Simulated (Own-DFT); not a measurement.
Simulation results for SiC (twinned 3C silicon carbide, atoms displaced), SiC (2H silicon carbide, atoms displaced), GaAs (zincblende with one plane slipped along a stacking-fault path, atoms displaced), Si$_{3}$N$_{4}$ (beta silicon nitride, strained, atoms displaced)

Computed with Own-DFT development build. A calculation, not a measurement: plane-wave PBE density functional theory by an unreviewed code, no spin, of a simulated periodic cell, stress positive in tension, free energy of the whole cell less one offset for each atom, forces on such cells passed a denser k mesh, this cell's mesh not checked; offsets are fitted by least squares, one for each functional and potential file, so energies compare only between cells with the same atoms and settings and are not formation energies; the far tail of each file's local potential was reset to the Coulomb form; each entry is a single point on an unrelaxed cell, so the pressure reflects the starting lattice, mostly measured values (interpolated for alloys), from which strain is counted, and rises with the displacements; printed positions are rounded, which can move forces by about a meV/angstrom; the program, named Own-DFT, is a retired in-house code; no spin-orbit coupling.

Settings shared by all entries: functional PBE; potential files PseudoDojo norm-conserving, scalar-relativistic, standard set; wave cutoff 42 hartree; occupations Fermi-Dirac; smearing width 0.1 eV.

```json
{"entry": 1, "formula": "SiC", "kind": "twinned 3C silicon carbide, atoms displaced", "structure": {"cell_angstrom": [[4.3596, -4.3596, 0.0], [0.0, 4.3596, -4.3596], [8.7192, 8.7192, 8.7192]], "atoms_fractional": [["Si", 0.00298, 0.99631, 0.43764], ["C", 0.00337, 0.0031, 0.06389], ["Si", 0.17401, 0.34604, 0.1055], ["C", 0.16248, 0.33236, 0.23142], ["Si", 0.33135, 0.16079, 0.2747], ["C", 0.33849, 0.17054, 0.39387], ["Si", 0.99805, 0.48789, 0.43837], ["C", 0.99449, 0.49494, 0.06008], ["Si", 0.15945, 0.83594, 0.10689], ["C", 0.16345, 0.82985, 0.23251], ["Si", 0.33599, 0.67608, 0.26731], ["C", 0.32788, 0.66349, 0.39752], ["Si", 0.50623, 0.99076, 0.43839], ["C", 0.49876, 0.99305, 0.06113], ["Si", 0.66347, 0.32866, 0.10678], ["C", 0.66885, 0.34331, 0.23256], ["Si", 0.83519, 0.17059, 0.27253], ["C", 0.8321, 0.16847, 0.39653], ["Si", 0.49943, 0.50154, 0.43675], ["C", 0.48684, 0.493, 0.06605], ["Si", 0.66931, 0.82638, 0.10288], ["C", 0.67438, 0.8397, 0.23167], ["Si", 0.837, 0.67805, 0.27116], ["C", 0.83063, 0.65458, 0.39563], ["Si", 0.99991, 0.99055, 0.93827], ["C", 0.99882, 0.00751, 0.56256], ["Si", 0.836, 0.67285, 0.60439], ["C", 0.83266, 0.66837, 0.72864], ["Si", 0.66996, 0.83999, 0.76821], ["C", 0.66527, 0.83489, 0.89704], ["Si", 0.99012, 0.50327, 0.93527], ["C", 0.99813, 0.49657, 0.56149], ["Si", 0.82955, 0.17041, 0.60142], ["C", 0.83808, 0.17887, 0.72822], ["Si", 0.67104, 0.33995, 0.77036], ["C", 0.67083, 0.34233, 0.89723], ["Si", 0.50895, 0.99164, 0.9405], ["C", 0.50839, 0.00758, 0.561], ["Si", 0.33528, 0.66736, 0.60567], ["C", 0.33991, 0.66922, 0.72624], ["Si", 0.16628, 0.83042, 0.77366], ["C", 0.16989, 0.84006, 0.89785], ["Si", 0.50596, 0.505, 0.93752], ["C", 0.5068, 0.51504, 0.56544], ["Si", 0.33556, 0.17041, 0.60725], ["C", 0.33788, 0.1706, 0.72798], ["Si", 0.16633, 0.33649, 0.76998], ["C", 0.16135, 0.3344, 0.89844]]}, "settings": {"k_mesh": "5 x 5 x 2 centred on Gamma"}, "results": {"free_energy_of_cell_above_offsets [eV]": "-6.984", "pressure [GPa]": 3.8, "stress_xx [GPa]": -4.19, "stress_yy [GPa]": -4.43, "stress_zz [GPa]": -2.78, "stress_yz [GPa]": -0.87, "stress_xz [GPa]": -0.24, "stress_xy [GPa]": 0.22, "force_element": ["Si", "C", "Si", "C", "Si", "C", "Si", "C", "Si", "C", "Si", "C", "Si", "C", "Si", "C", "Si", "C", "Si", "C", "Si", "C", "Si", "C", "Si", "C", "Si", "C", "Si", "C", "Si", "C", "Si", "C", "Si", "C", "Si", "C", "Si", "C", "Si", "C", "Si", "C", "Si", "C", "Si", "C"], "force_x [eV/angstrom]": [-0.219, -0.286, -1.796, 0.452, -0.402, 0.72, 0.055, 0.696, 0.015, -0.223, 0.973, -0.145, -0.941, 0.921, -0.109, -0.741, -0.255, 0.058, 0.402, 1.41, 0.434, -1.216, -0.057, 0.601, 0.396, 0.74, 0.015, 0.786, 0.427, 0.12, 1.938, 0.824, 1.1, -0.421, -0.271, -1.483, -1.212, -0.819, -0.94, 0.431, -0.172, 0.05, -1.111, -0.917, -0.842, 0.385, 0.8, -0.172], "force_y [eV/angstrom]": [-0.104, 0.176, 0.692, -0.539, -0.159, 0.644, 0.881, 1.347, -1.603, -0.197, -0.185, -0.95, 1.227, 1.24, -0.244, -0.87, 0.361, -1.398, 0.031, -1.932, 1.224, 0.098, -0.131, 0.728, 1.516, -0.624, -0.521, 0.169, 0.32, -1.666, -0.76, 0.828, 0.011, -0.435, 0.405, -0.656, 1.726, 1.048, -0.046, 1.558, -0.364, -1.33, 0.86, -1.286, -0.804, 0.734, -0.069, -0.951], "force_z [eV/angstrom]": [-0.135, -0.048, 1.679, -0.685, -1.892, 1.835, -1.187, -0.07, 0.132, -1.455, 2.166, -0.632, -0.95, 0.909, -0.164, 0.438, -0.49, 0.952, 0.445, -1.415, -0.186, -0.683, 1.716, -0.85, -1.399, 0.401, -0.243, -0.24, 0.2, -0.233, 0.528, -0.501, 0.394, 0.642, 0.458, 0.736, -1.716, 1.179, -1.201, 0.796, -1.181, 0.217, 1.083, 0.782, -1.25, 1.217, 0.384, -0.484]}}
{"entry": 2, "formula": "SiC", "kind": "2H silicon carbide, atoms displaced", "structure": {"cell_angstrom": [[6.1654, 0.0, 0.0], [-3.0827, 5.3394, 0.0], [0.0, 0.0, 10.0681]], "atoms_fractional": [["Si", 0.99375, 0.03285, 0.01349], ["Si", 0.16441, 0.30672, 0.24775], ["C", 0.00389, 0.02407, 0.18743], ["C", 0.1764, 0.32335, 0.43462], ["Si", 0.02099, 0.01551, 0.51185], ["Si", 0.16434, 0.36193, 0.74941], ["C", 0.00617, 0.99654, 0.67738], ["C", 0.14012, 0.30754, 0.93192], ["Si", 0.02283, 0.50013, 0.01049], ["Si", 0.20823, 0.85341, 0.25118], ["C", 0.99282, 0.50187, 0.19333], ["C", 0.16098, 0.81101, 0.43392], ["Si", 0.99389, 0.48432, 0.50559], ["Si", 0.18833, 0.87401, 0.74801], ["C", 0.98889, 0.48721, 0.68431], ["C", 0.1849, 0.86032, 0.9259], ["Si", 0.4773, 0.99298, 0.01511], ["Si", 0.67625, 0.33339, 0.22898], ["C", 0.48645, 0.00365, 0.19171], ["C", 0.69267, 0.34217, 0.41991], ["Si", 0.49698, 0.9806, 0.49051], ["Si", 0.6694, 0.3557, 0.75046], ["C", 0.49017, 0.00294, 0.68735], ["C", 0.66203, 0.34687, 0.91804], ["Si", 0.50175, 0.49906, 0.99843], ["Si", 0.66393, 0.8512, 0.24617], ["C", 0.45883, 0.49624, 0.18434], ["C", 0.67013, 0.79013, 0.44309], ["Si", 0.49501, 0.49335, 0.51036], ["Si", 0.63435, 0.82045, 0.75784], ["C", 0.4601, 0.49801, 0.68821], ["C", 0.67746, 0.83895, 0.92678]]}, "settings": {"hardware": "one NVIDIA H100", "k_mesh": "5 x 5 x 3 centred on Gamma"}, "results": {"free_energy_of_cell_above_offsets [eV]": "6.606", "pressure [GPa]": 12.34, "stress_xx [GPa]": -9.09, "stress_yy [GPa]": -10.25, "stress_zz [GPa]": -17.68, "stress_yz [GPa]": 2.89, "stress_xz [GPa]": 2.14, "stress_xy [GPa]": -6.46, "force_element": ["Si", "Si", "C", "C", "Si", "Si", "C", "C", "Si", "Si", "C", "C", "Si", "Si", "C", "C", "Si", "Si", "C", "C", "Si", "Si", "C", "C", "Si", "Si", "C", "C", "Si", "Si", "C", "C"], "force_x [eV/angstrom]": [1.664, -2.95, -0.06, -0.877, -0.345, -1.275, -2.452, 1.141, -2.883, -8.966, 3.207, 0.483, 0.858, -1.642, -1.918, -1.33, 1.703, -3.489, 5.721, -2.056, 0.852, -0.384, 2.507, 1.29, -0.904, 2.13, 5.29, -1.333, 1.027, 1.532, 4.844, -1.384], "force_y [eV/angstrom]": [-5.605, 5.736, -6.574, 0.394, -2.956, -5.448, 0.898, 5.608, 1.564, -5.754, 1.422, 1.949, 0.493, -3.002, 2.668, -1.895, 1.231, 2.134, 2.879, -2.641, 1.05, -1.941, 1.705, -0.608, 0.353, -3.29, 2.434, 5.801, -2.353, 2.384, 1.657, -0.296], "force_z [eV/angstrom]": [-3.627, 4.387, -0.326, 0.436, -5.329, 1.166, 5.369, -0.487, -3.208, 3.516, -1.829, 0.427, -2.704, -0.214, 0.48, 4.242, -6.166, 4.015, -2.515, 1.962, 1.067, -3.696, -1.596, 7.662, -1.153, 2.464, -1.839, -2.035, -2.556, -4.224, 0.3, 6.011], "wall_time [s]": 125.3}}
{"entry": 3, "formula": "GaAs", "kind": "zincblende with one plane slipped along a stacking-fault path, atoms displaced", "structure": {"cell_angstrom": [[5.6533, -5.6533, 0.0], [0.0, 5.6533, -5.6533], [12.0604, 12.0604, 9.7991]], "atoms_fractional": [["Ga", 0.99602, 0.9923, 0.9982], ["As", 0.98854, 0.96493, 0.12397], ["Ga", 0.14488, 0.28894, 0.16711], ["As", 0.12963, 0.25986, 0.2934], ["Ga", 0.28888, 0.07664, 0.3347], ["As", 0.27938, 0.05024, 0.45781], ["Ga", 0.06809, 0.12969, 0.49828], ["As", 0.05257, 0.10563, 0.62375], ["Ga", 0.20687, 0.42308, 0.66656], ["As", 0.19378, 0.3905, 0.79104], ["Ga", 0.3547, 0.21276, 0.83164], ["As", 0.34253, 0.18014, 0.95843], ["Ga", 0.0015, 0.50748, 0.99836], ["As", 0.98158, 0.46135, 0.1261], ["Ga", 0.14139, 0.78447, 0.16601], ["As", 0.12564, 0.75554, 0.29022], ["Ga", 0.28973, 0.57434, 0.33396], ["As", 0.26991, 0.53759, 0.45884], ["Ga", 0.06297, 0.63185, 0.49873], ["As", 0.05448, 0.5984, 0.62463], ["Ga", 0.20964, 0.91691, 0.66822], ["As", 0.19921, 0.89397, 0.78983], ["Ga", 0.35958, 0.71133, 0.83325], ["As", 0.33838, 0.67669, 0.95845], ["Ga", 0.49647, 0.99293, 0.99985], ["As", 0.48388, 0.96453, 0.12201], ["Ga", 0.639, 0.28213, 0.16542], ["As", 0.62735, 0.25639, 0.29184], ["Ga", 0.78751, 0.08463, 0.33186], ["As", 0.77271, 0.04288, 0.4582], ["Ga", 0.56251, 0.13594, 0.50049], ["As", 0.54855, 0.10997, 0.62273], ["Ga", 0.72418, 0.42913, 0.66895], ["As", 0.69959, 0.39658, 0.79255], ["Ga", 0.85785, 0.211, 0.83301], ["As", 0.8425, 0.17574, 0.95525], ["Ga", 0.50643, 0.50512, 0.99769], ["As", 0.48371, 0.46953, 0.12484], ["Ga", 0.65138, 0.79001, 0.16764], ["As", 0.62671, 0.75524, 0.29029], ["Ga", 0.7891, 0.57619, 0.33282], ["As", 0.77948, 0.55083, 0.45689], ["Ga", 0.57048, 0.63934, 0.49912], ["As", 0.55089, 0.60676, 0.62642], ["Ga", 0.71318, 0.93157, 0.66767], ["As", 0.68818, 0.88598, 0.79095], ["Ga", 0.85843, 0.71056, 0.83409], ["As", 0.83734, 0.67631, 0.95933]]}, "settings": {"k_mesh": "4 x 4 x 2 centred on Gamma"}, "results": {"free_energy_of_cell_above_offsets [eV]": "-16.695", "pressure [GPa]": 4.4, "stress_xx [GPa]": -5.79, "stress_yy [GPa]": -5.13, "stress_zz [GPa]": -2.28, "stress_yz [GPa]": -0.21, "stress_xz [GPa]": -0.03, "stress_xy [GPa]": 0.35, "force_element": ["Ga", "As", "Ga", "As", "Ga", "As", "Ga", "As", "Ga", "As", "Ga", "As", "Ga", "As", "Ga", "As", "Ga", "As", "Ga", "As", "Ga", "As", "Ga", "As", "Ga", "As", "Ga", "As", "Ga", "As", "Ga", "As", "Ga", "As", "Ga", "As", "Ga", "As", "Ga", "As", "Ga", "As", "Ga", "As", "Ga", "As", "Ga", "As"], "force_x [eV/angstrom]": [0.578, -0.16, 0.136, -0.407, -0.301, -2.129, 1.38, 0.064, 0.53, 0.006, 0.36, -0.338, 0.148, -0.388, 0.239, 0.385, 0.001, -1.358, 2.392, -0.244, -0.326, 0.225, -0.36, -0.161, 0.148, 0.312, 0.084, -0.481, 0.226, -1.834, 2.401, 0.589, -0.752, -0.184, -0.386, 0.225, -0.157, -0.055, -0.367, 0.421, -0.055, -2.298, 1.545, 0.148, -0.435, 0.761, 0.049, -0.179], "force_y [eV/angstrom]": [0.31, 0.276, -0.141, -0.521, -0.163, -1.302, 1.795, -0.148, -0.497, -0.055, 0.11, -0.166, -0.296, -0.075, -0.258, -0.106, 0.402, -1.191, 0.793, 0.246, -0.073, 0.221, 0.42, -0.237, -0.205, 0.231, 0.181, -0.019, -0.308, -0.847, 0.291, 0.266, 0.361, -0.262, -0.037, 0.775, 0.521, -0.282, -0.07, 0.271, 0.102, -0.757, 1.459, -0.346, -0.238, -0.218, 0.228, -0.441], "force_z [eV/angstrom]": [-0.491, -0.22, 0.173, 0.23, -0.192, 1.277, -1.049, 0.464, 0.054, -0.015, -0.015, 0.1, 0.943, -0.287, -0.057, 0.131, -0.487, 1.082, -0.998, -0.528, -0.731, 0.636, 0.09, -0.103, -0.758, 0.594, -0.159, -0.168, 0.492, 1.029, -1.229, 0.541, -0.182, 0.53, -0.066, 0.241, 0.702, -0.022, -0.265, 0.062, -0.32, 1.223, -0.952, 0.05, -0.268, -0.184, -0.521, -0.379]}}
{"entry": 4, "formula": "Si3N4", "kind": "beta silicon nitride, strained, atoms displaced", "structure": {"cell_angstrom": [[7.4826, -0.0786, -0.0192], [-3.8093, 6.6095, 0.11], [-0.0221, 0.133, 8.8078]], "atoms_fractional": [["Si", 0.17705, 0.76037, 0.08543], ["Si", 0.22047, 0.39484, 0.07475], ["Si", 0.59969, 0.84252, 0.09159], ["Si", 0.82199, 0.22882, 0.24377], ["Si", 0.76883, 0.61008, 0.2566], ["Si", 0.41702, 0.17943, 0.25205], ["N", 0.33757, 0.03369, 0.09441], ["N", 0.95953, 0.29842, 0.08361], ["N", 0.70537, 0.67573, 0.08404], ["N", 0.67491, 0.95834, 0.25012], ["N", 0.03751, 0.69673, 0.24531], ["N", 0.29864, 0.33389, 0.24623], ["N", 0.3457, 0.67081, 0.0886], ["N", 0.66617, 0.34421, 0.2491], ["Si", 0.16511, 0.76468, 0.42856], ["Si", 0.23464, 0.39872, 0.41978], ["Si", 0.59093, 0.83564, 0.40679], ["Si", 0.81883, 0.23216, 0.58784], ["Si", 0.76099, 0.5854, 0.59331], ["Si", 0.38557, 0.16016, 0.5829], ["N", 0.32109, 0.0267, 0.40475], ["N", 0.95704, 0.29714, 0.42404], ["N", 0.69922, 0.66398, 0.41509], ["N", 0.65687, 0.95988, 0.58139], ["N", 0.03182, 0.70024, 0.57967], ["N", 0.31179, 0.34491, 0.57707], ["N", 0.33287, 0.6605, 0.4185], ["N", 0.67082, 0.32889, 0.5831], ["Si", 0.18156, 0.77605, 0.75743], ["Si", 0.21248, 0.40268, 0.74417], ["Si", 0.58423, 0.83226, 0.75425], ["Si", 0.83262, 0.23941, 0.91342], ["Si", 0.77353, 0.59944, 0.91728], ["Si", 0.39722, 0.17996, 0.91338], ["N", 0.33722, 0.02902, 0.74373], ["N", 0.97244, 0.30844, 0.74742], ["N", 0.70458, 0.67522, 0.75506], ["N", 0.6595, 0.961, 0.9142], ["N", 0.03209, 0.69629, 0.92018], ["N", 0.30836, 0.32937, 0.91347], ["N", 0.33844, 0.67409, 0.74752], ["N", 0.66684, 0.33559, 0.91228]]}, "settings": {"k_mesh": "3 x 3 x 3 centred on Gamma"}, "results": {"free_energy_of_cell_above_offsets [eV]": "-1.493", "pressure [GPa]": 10.92, "stress_xx [GPa]": -16.18, "stress_yy [GPa]": -7.38, "stress_zz [GPa]": -9.18, "stress_yz [GPa]": 6.25, "stress_xz [GPa]": 1.43, "stress_xy [GPa]": -5.29, "force_element": ["Si", "Si", "Si", "Si", "Si", "Si", "N", "N", "N", "N", "N", "N", "N", "N", "Si", "Si", "Si", "Si", "Si", "Si", "N", "N", "N", "N", "N", "N", "N", "N", "Si", "Si", "Si", "Si", "Si", "Si", "N", "N", "N", "N", "N", "N", "N", "N"], "force_x [eV/angstrom]": [0.408, 2.431, 1.767, -1.535, 2.642, -3.082, -0.207, 1.42, -0.508, 0.091, -1.613, 0.127, -1.907, 2.773, 3.293, -2.981, 1.157, 1.223, -0.628, 1.98, 0.015, 2.121, -1.805, 0.453, -1.912, 0.891, -1.464, -4.489, -0.865, 7.391, 4.068, -2.896, -1.806, 5.026, -1.068, -3.615, -0.69, 0.657, 1.44, -5.795, -2.837, 0.329], "force_y [eV/angstrom]": [1.911, 2.556, -4.098, 1.281, -1.635, 0.365, -0.736, 0.205, 0.918, 5.814, -0.552, -0.978, -2.417, -0.233, -0.198, 1.66, -4.334, -2.617, 0.882, 2.525, -0.126, 0.143, 1.716, 2.331, -0.648, -2.099, 0.678, 0.33, -2.074, 3.608, -0.576, -2.014, -0.664, -3.249, 0.564, -2.229, 0.428, 4.09, 0.743, 2.552, -3.859, 0.035], "force_z [eV/angstrom]": [0.624, 2.365, -4.028, 3.977, -2.713, -1.744, -3.239, -2.166, -0.329, -1.242, 2.745, 0.303, -0.941, 0.006, -6.456, -4.18, 5.804, -1.671, -1.673, -3.175, 4.219, -2.287, 2.921, -0.051, 5.632, 4.021, 0.101, 0.509, -1.698, -0.215, -1.51, 0.363, 1.58, 1.501, 2.932, 0.463, -0.911, 1.071, -0.328, -1.002, 0.507, -0.087]}}
```
